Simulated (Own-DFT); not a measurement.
SiC (3C silicon carbide, atoms displaced) (calculated)

All values are calculated (Own-DFT development build). A calculation, not a measurement: plane-wave PBE density functional theory by an unreviewed code, no spin, of a simulated periodic cell, stress positive in tension, free energy of the whole cell less one offset for each atom, forces on such cells passed a denser k mesh, this cell's mesh not checked; offsets are fitted by least squares, one for each functional and potential file, so energies compare only between cells with the same atoms and settings and are not formation energies; the far tail of each file's local potential was reset to the Coulomb form; each entry is a single point on an unrelaxed cell, so the pressure reflects the starting lattice, mostly measured values (interpolated for alloys), from which strain is counted, and rises with the displacements; printed positions are rounded, which can move forces by about a meV/angstrom; the program, named Own-DFT, is a retired in-house code; no spin-orbit coupling.

Settings shared by all entries: functional PBE; potential files PseudoDojo norm-conserving, scalar-relativistic, standard set; wave cutoff 42 hartree; occupations Fermi-Dirac; smearing width 0.1 eV; hardware one NVIDIA H100; k mesh 4 x 4 x 4 centred on Gamma.

(1) SiC (3C silicon carbide, atoms displaced)

```xyz
64
Lattice="8.7192 0.0000 0.0000 0.0000 8.7192 0.0000 0.0000 0.0000 8.7192" Properties=species:S:1:pos:R:3 SiC
Si     0.0402     8.7177     8.6679
Si     0.0584     2.1934     2.1722
Si     2.2123     8.7147     2.1956
Si     2.2427     2.2067     8.7067
C      1.1195     1.1622     0.9869
C      1.0185     3.2342     3.2957
C      3.2470     1.0065     3.2224
C      3.1857     3.1920     0.9988
Si     8.5013     0.0746     4.3611
Si     8.7105     2.3130     6.4944
Si     2.0658     0.0242     6.5366
Si     2.1221     2.1708     4.3960
C      1.1246     1.0172     5.4208
C      1.2029     3.1426     7.6273
C      3.1190     1.0411     7.6180
C      3.3486     3.2039     5.4470
Si     8.6964     4.4210     0.1108
Si     8.6168     6.5948     2.1897
Si     2.2467     4.3621     2.0542
Si     2.2072     6.5569     0.0501
C      1.0594     5.4433     1.1258
C      1.1494     7.6402     3.2550
C      3.3694     5.5372     3.2782
C      3.2776     7.5350     1.1711
Si     0.0903     4.3568     4.3026
Si     8.7067     6.5560     6.5454
Si     2.1982     4.4382     6.6356
Si     2.1615     6.5277     4.4142
C      1.0416     5.3155     5.4469
C      1.0873     7.6296     7.5885
C      3.3066     5.4584     7.5952
C      3.1944     7.7248     5.4543
Si     4.3175     0.0563     8.6940
Si     4.3735     2.0627     2.1460
Si     6.4367     0.0030     2.1342
Si     6.4924     2.3066     8.6728
C      5.3939     1.0733     1.1097
C      5.4596     3.3209     3.2750
C      7.6377     1.1511     3.2209
C      7.6288     3.2463     1.1613
Si     4.4310     0.0756     4.3076
Si     4.4548     2.1453     6.4641
Si     6.5764     0.0093     6.5753
Si     6.5525     2.1565     4.2362
C      5.4634     1.0122     5.3068
C      5.3956     3.3652     7.7012
C      7.5520     1.0822     7.6167
C      7.7130     3.3427     5.4199
Si     4.2030     4.2429     8.5888
Si     4.3323     6.4981     2.2141
Si     6.4831     4.3261     2.1340
Si     6.6256     6.4606     0.1267
C      5.4882     5.4662     1.0980
C      5.5720     7.6524     3.2020
C      7.5757     5.3851     3.2816
C      7.6468     7.6567     1.0379
Si     4.3703     4.2328     4.2680
Si     4.3596     6.5341     6.5583
Si     6.6004     4.4150     6.6590
Si     6.3914     6.5949     4.2966
C      5.5597     5.4368     5.5211
C      5.4126     7.6182     7.6299
C      7.6061     5.4895     7.6486
C      7.6380     7.5547     5.4281
```

```
free energy of cell above offsets : -1.771 eV
pressure                          : 6.78 GPa
stress xx                         : -6.32 GPa
stress yy                         : -6.8 GPa
stress zz                         : -7.21 GPa
stress yz                         : 0.02 GPa
stress xz                         : -1.27 GPa
stress xy                         : -0.34 GPa
wall time                         : 374 s
```

Force:
```csv
element,x (eV/Å),y (eV/Å),z (eV/Å)
Si,-0.885,1.059,0.51
Si,-0.574,-0.91,-0.965
Si,-1.655,-0.921,-1.359
Si,-2.542,-2.983,-1.521
C,-0.286,-1.692,1.963
C,3.288,0.289,-1.312
C,1.065,2.6,0.997
C,3.356,1.89,2.637
Si,4.554,-1.959,0.323
Si,1.024,-2.994,0.726
Si,1.838,-0.867,-0.474
Si,1.307,-0.617,-0.525
C,-3.343,2.144,-0.432
C,-2.229,3.915,-0.306
C,3.546,0.924,-0.001
C,-1.433,1.056,-0.346
Si,0.368,-1.886,-1.951
Si,1.921,-0.757,1.384
Si,-1.198,0.293,2.758
Si,-0.725,-0.373,-0.735
C,0.738,1.118,-0.275
C,-2.72,-0.235,0.393
C,-2.384,-3.486,1.32
C,-0.01,2.154,-1.494
Si,-3.228,0.527,0.196
Si,0.145,-1.159,-0.797
Si,-0.779,-2.855,-2.351
Si,0.036,0.667,-0.642
C,1.964,2.996,1.271
C,-0.077,-0.913,1.072
C,-1.389,0.818,1.32
C,1.847,-1.689,-0.121
Si,-0.299,-2.24,-0.249
Si,-1.632,2.515,1.32
Si,3.543,0.751,-1.111
Si,1.227,-2.631,1.661
C,0.992,0.613,-2.145
C,0.133,-3.14,-2.329
C,-1.091,-0.922,-1.485
C,-0.392,0.416,-1.624
Si,-3.092,-3.297,-0.738
Si,-1.439,-0.54,0.771
Si,-1.537,-1.919,-1.343
Si,0.086,1.822,2.269
C,2.473,2.606,3.002
C,1.771,-2.473,-3.071
C,1.408,2.139,0.359
C,-2.365,-0.615,0.181
Si,1.254,2.99,3.161
Si,2.855,1.332,-1.698
Si,1.105,0.945,1.119
Si,-2.216,2.151,-2.497
C,-2.191,-1.492,0.081
C,-4.274,0.217,0.368
C,0.214,1.446,-0.675
C,-0.218,0.799,0.93
Si,-0.597,3.206,3.111
Si,0.606,1.048,-1.429
Si,-0.783,-0.826,-2.917
Si,3.921,-3.162,2.531
C,-2.695,0.226,-1.314
C,1.005,0.598,0.936
C,2.073,-0.242,1.456
C,-1.388,1.524,0.105
```

(2) SiC (3C silicon carbide, atoms displaced)

```xyz
64
Lattice="8.7192 0.0000 0.0000 0.0000 8.7192 0.0000 0.0000 0.0000 8.7192" Properties=species:S:1:pos:R:3 SiC
Si     8.5941     0.0805     0.0039
Si     0.0866     2.1778     2.1886
Si     2.1097     8.6677     2.2072
Si     2.1658     2.1260     0.0379
C      1.0185     1.1557     1.0410
C      1.0613     3.3714     3.2610
C      3.2164     1.0235     3.2890
C      3.2605     3.2994     1.0209
Si     0.1200     8.6970     4.3809
Si     8.6540     2.2480     6.5354
Si     2.0740     0.1308     6.4717
Si     2.1708     2.2535     4.2869
C      1.1252     1.1007     5.4288
C      1.0622     3.2530     7.6428
C      3.2521     1.1159     7.6668
C      3.2380     3.2827     5.5097
Si     0.0074     4.2588     8.6221
Si     8.6360     6.6009     2.2272
Si     2.2240     4.2842     2.0699
Si     2.1388     6.5322     0.1528
C      0.9956     5.3685     1.0287
C      1.1328     7.6466     3.2337
C      3.2509     5.5221     3.2718
C      3.2626     7.5454     1.0853
Si     0.0278     4.3291     4.3421
Si     0.0972     6.5458     6.5139
Si     2.1960     4.3664     6.5190
Si     2.2531     6.5837     4.2983
C      1.1995     5.4569     5.4522
C      1.0828     7.6789     7.5612
C      3.1635     5.5106     7.6802
C      3.1810     7.6993     5.4087
Si     4.4919     0.0417     8.6358
Si     4.4646     2.2453     2.1703
Si     6.5283     0.0369     2.1979
Si     6.5629     2.1995     0.0748
C      5.5280     1.0770     1.0704
C      5.4723     3.3357     3.3056
C      7.5948     1.0513     3.2435
C      7.6056     3.2143     1.1361
Si     4.2954     8.6915     4.2940
Si     4.3837     2.2131     6.6283
Si     6.5541     8.6676     6.4818
Si     6.4979     2.1576     4.2533
C      5.4423     1.1818     5.5203
C      5.4013     3.2780     7.5753
C      7.7045     1.0107     7.6184
C      7.6142     3.2107     5.4924
Si     4.3840     4.4047     8.6868
Si     4.3179     6.5416     2.1734
Si     6.4538     4.3319     2.1578
Si     6.5646     6.5259     0.0717
C      5.4545     5.4730     1.0953
C      5.4171     7.5349     3.1971
C      7.6096     5.3889     3.2615
C      7.5099     7.4979     1.1354
Si     4.2636     4.2962     4.3093
Si     4.3797     6.5566     6.5647
Si     6.6121     4.3747     6.5479
Si     6.5254     6.5227     4.3112
C      5.4470     5.4840     5.5026
C      5.5416     7.6689     7.6320
C      7.5709     5.5071     7.6638
C      7.5916     7.6203     5.5190
```

```
free energy of cell above offsets : -3.898 eV
pressure                          : 5.82 GPa
stress xx                         : -5.62 GPa
stress yy                         : -5.73 GPa
stress zz                         : -6.11 GPa
stress yz                         : -1.03 GPa
stress xz                         : -0.48 GPa
stress xy                         : 0.84 GPa
wall time                         : 372.9 s
```

Force:
```csv
element,x (eV/Å),y (eV/Å),z (eV/Å)
Si,2.835,-3.863,0.88
Si,-2.622,0.617,0.449
Si,2.183,1.771,-2.729
Si,0.327,1.179,-1.356
C,1.002,-2.209,1.511
C,1.765,-2.432,-1.162
C,0.505,2.463,-1.791
C,1.689,-1.568,0.633
Si,-2.96,0.225,0.281
Si,1.823,-2.762,0.725
Si,3.095,-2.956,2.715
Si,0.225,-1.086,1.626
C,-2.177,3.148,-1.699
C,1.469,-0.914,-1.558
C,0.483,-0.444,-0.608
C,0.639,-0.976,-1.558
Si,-2.094,2.489,2.244
Si,1.188,-2.787,-0.701
Si,-1.965,3.118,1.625
Si,-1.203,-0.029,-3.694
C,0.748,0.978,1.699
C,-2.08,-1.454,1.031
C,0.503,-2.849,-1.443
C,0.485,2.922,0.622
Si,-1.096,1.682,1.637
Si,-1.656,-0.112,0.791
Si,-0.342,0.505,1.679
Si,-1.535,-0.488,1.668
C,-1.845,0.142,-1.456
C,-0.04,0.352,2.374
C,2.029,-0.744,-0.531
C,1.557,-0.324,0.987
Si,-2.682,-0.817,1.211
Si,-2.27,-1.635,-0.535
Si,-0.359,-2.489,-0.394
Si,0.043,-0.521,-2.734
C,-1.401,0.694,0.708
C,-1.243,-1.162,-0.822
C,2.05,0.595,0.712
C,0.689,1.1,-0.189
Si,1.442,0.067,1.816
Si,-1.749,-0.92,-1.891
Si,-0.238,2.332,1.159
Si,0.848,-0.128,3.195
C,0.064,-1.933,-2.126
C,2.463,1.191,2.444
C,-3.47,3.354,-1.7
C,-0.329,1.597,-2.477
Si,-0.879,0.353,-0.556
Si,0.538,-0.73,-0.656
Si,2.411,1.255,-0.271
Si,-1.661,-0.688,-2.283
C,-1.005,-0.929,-0.045
C,0.521,2.654,1.315
C,-0.014,0.621,0.46
C,2.402,4.544,0.91
Si,1.01,2.438,2.256
Si,-1.438,0.558,0.077
Si,-1.966,0.469,-0.192
Si,-0.04,-0.287,1.401
C,-0.155,-1.174,-1.474
C,-0.995,-1.178,0.02
C,2.222,-1.71,-0.933
C,2.258,-1.113,-3.297
```

(3) SiC (3C silicon carbide, atoms displaced)

```xyz
64
Lattice="8.7192 0.0000 0.0000 0.0000 8.7192 0.0000 0.0000 0.0000 8.7192" Properties=species:S:1:pos:R:3 SiC
Si     8.6996     0.0592     8.6854
Si     8.6870     2.1125     2.1922
Si     2.2384     0.0371     2.1223
Si     2.1922     2.1765     0.0277
C      1.0423     1.2237     1.0402
C      1.0561     3.2242     3.3267
C      3.2742     0.9923     3.2783
C      3.2647     3.2571     1.1148
Si     8.7155     8.6154     4.4061
Si     0.0225     2.1610     6.4838
Si     2.0636     0.0544     6.4300
Si     2.1643     2.1552     4.3548
C      1.1452     1.2228     5.5037
C      1.1541     3.2591     7.7511
C      3.4136     1.1392     7.5787
C      3.2467     3.3343     5.4046
Si     8.6570     4.3493     8.6202
Si     0.0060     6.5478     2.0993
Si     2.1255     4.3650     2.2691
Si     2.1208     6.5519     0.0343
C      1.0103     5.5357     1.0377
C      1.0913     7.5866     3.1761
C      3.1570     5.5147     3.2320
C      3.2292     7.6196     1.1277
Si     0.1293     4.3272     4.3604
Si     0.0013     6.6009     6.6955
Si     2.2717     4.3843     6.4251
Si     2.2117     6.4966     4.3531
C      1.2210     5.4289     5.4991
C      1.0679     7.6216     7.6840
C      3.2358     5.4023     7.5595
C      3.2679     7.6570     5.3995
Si     4.2378     8.7030     0.1163
Si     4.3815     2.2391     2.1805
Si     6.6554     0.0831     2.1375
Si     6.5772     2.1723     0.1626
C      5.4777     1.1436     1.1179
C      5.3798     3.1702     3.1778
C      7.5955     1.0858     3.2395
C      7.6216     3.4268     1.0574
Si     4.3866     8.7028     4.4599
Si     4.4297     2.2902     6.6314
Si     6.4467     8.6764     6.5321
Si     6.5784     2.0969     4.4216
C      5.5183     1.1017     5.4654
C      5.4088     3.2188     7.6008
C      7.6191     1.0904     7.7224
C      7.7034     3.2441     5.4343
Si     4.4367     4.4133     0.0283
Si     4.3182     6.4340     2.1749
Si     6.4815     4.4256     2.2086
Si     6.4963     6.5646     0.0395
C      5.3774     5.4568     1.1767
C      5.4593     7.7107     3.2369
C      7.5821     5.4800     3.2478
C      7.6482     7.6605     1.0075
Si     4.3295     4.3444     4.4296
Si     4.3811     6.5042     6.5514
Si     6.4540     4.3502     6.5885
Si     6.5260     6.5296     4.4217
C      5.3785     5.4232     5.5475
C      5.3828     7.6582     7.5762
C      7.6663     5.4281     7.6210
C      7.6907     7.6727     5.3547
```

```
free energy of cell above offsets : -1.820 eV
pressure                          : 7 GPa
stress xx                         : -7.24 GPa
stress yy                         : -7.14 GPa
stress zz                         : -6.62 GPa
stress yz                         : -0.24 GPa
stress xz                         : 0.71 GPa
stress xy                         : -1.43 GPa
wall time                         : 379.1 s
```

Force:
```csv
element,x (eV/Å),y (eV/Å),z (eV/Å)
Si,0.876,-0.555,0.857
Si,0.082,2.866,-0.063
Si,-2.426,-0.162,1.503
Si,1.359,0.813,-1.019
C,0.916,-3.175,0.903
C,0.872,-0.484,-1.734
C,0.323,2.286,0.477
C,0.125,1.243,0.226
Si,2.643,3.229,-3.837
Si,-0.861,1.522,3.794
Si,3.767,-1.584,2.822
Si,1.815,0.294,-0.942
C,-1.751,-2.597,-2.142
C,-1.049,0.733,-3.656
C,-3.521,-1.322,1.539
C,1.015,-2.988,0.314
Si,2.779,-0.022,1.767
Si,-1.524,0.535,1.331
Si,-0.264,-0.553,-2.668
Si,1.406,-0.716,-1.122
C,0.874,-2.828,0.336
C,0.166,1,1.633
C,2.492,-2.246,0.796
C,0.302,-1.14,-0.814
Si,-2.855,1.739,1.002
Si,0.034,-1.401,-3.628
Si,-1.716,-1.452,3.935
Si,-1.281,2.391,0.208
C,-3.101,1.648,-1.228
C,0.838,2.25,-0.666
C,1.489,1.674,2.399
C,-0.723,-1.107,1.465
Si,2.914,1.427,-2.686
Si,-2.567,-3.142,-1.08
Si,-2.941,-2.375,-0.074
Si,-0.135,1.018,-3.113
C,-1.177,-1.477,0.424
C,3.135,3.735,4.439
C,2.042,0.01,1.737
C,-0.801,-2.192,1.706
Si,0.216,0.807,-2.643
Si,-2.62,-3.304,-4.099
Si,2.544,1.385,0.736
Si,-0.133,1.974,-1.898
C,-1.823,0.222,0.768
C,3.539,3.38,4.095
C,-0.808,0.518,-2.632
C,-1.614,0.939,0.128
Si,-2.904,-1.746,-1.023
Si,-0.395,3.923,1.721
Si,0.948,-1.746,0.487
Si,0.211,0.18,-0.911
C,1.8,0.214,-2.223
C,0.115,-1.867,0.642
C,1.161,-0.373,1.038
C,-0.395,0.063,1.097
Si,0.703,0.352,-2.911
Si,-2.637,1.51,0.599
Si,2.468,-0.646,-0.764
Si,-0.057,0.386,-1.801
C,1.708,0.004,-2.17
C,0.143,-1.379,2.215
C,-2.96,1.038,-0.452
C,-2.779,-2.725,4.864
```
